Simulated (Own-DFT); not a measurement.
# What it costs to cut wurtzite GaN, m plane (10-10)

The numbers are computed, not measured, by runs of the plane-wave DFT program Own-DFT (in-house, retired, unreviewed) at fixed positions, with no spin and no spin-orbit coupling.

Known weak points (not all hold for every row): forces not confirmed at this smearing and k mesh; k mesh not checked against a denser one.

Both sets of runs: PBE; PseudoDojo norm-conserving scalar-relativistic files (stringent for Ga); cutoff 96 hartree; Gaussian smearing of 0.01 eV. The slab has 64 atoms in 16 layers, two equal faces of 33.07 Å² as cut, 15 Å of vacuum, a dipole correction along the normal and a 6 x 6 x 1 mesh. The bulk cell has 72 atoms, the same measured lattice constants and a 4 x 4 x 3 mesh. In the slab only the 16 atoms nearest the faces were moved at random; u is their rms move along one axis. Energies are counted from -3520.29 eV for each atom.

```
slab run   u (Å)  E (eV, cell)
       1  0.0390         7.635
       2  0.0429         8.109
       3  0.0535         9.546
       4  0.0552         8.897
       5  0.0937        11.783
       6  0.0955        12.652
       7  0.0956        10.719
       8  0.0974        10.986
       9  0.0984        11.776
      10  0.0995        11.184
      11  0.1080        11.735
      12  0.1111        14.676
```

| bulk run | u (Å) | E (meV/atom) |
|---|---|---|
| 1 | 0.0185 | -0.04 |
| 2 | 0.0208 | 2.68 |
| 3 | 0.0222 | 4.70 |
| 4 | 0.0480 | 53.66 |
| 5 | 0.0498 | 67.94 |
| 6 | 0.0510 | 68.04 |
| 7 | 0.0515 | 60.59 |
| 8 | 0.0546 | 74.00 |
| 9 | 0.0909 | 226.69 |
| 10 | 0.0918 | 266.68 |

Q: what is the energy of the unrelaxed surface?

## Solution

Take each set to u = 0 with E = a + b u². Residuals are scaled by 1/(u² + 0.0006 Å²) to tame the large moves. Slab: a = 7.22 ± 0.24 eV. Bulk: a = -10.3 ± 1.1 meV/atom. The excess is 7.22 - 64 x (-0.0103) = 7.88 ± 0.25 eV. Over two faces that is 119 meV/Å², or 1.91 ± 0.06 J/m². Relaxing the faces would lower the energy, and the unlike meshes and the reach from the smallest u down to zero add errors that aren't counted here.
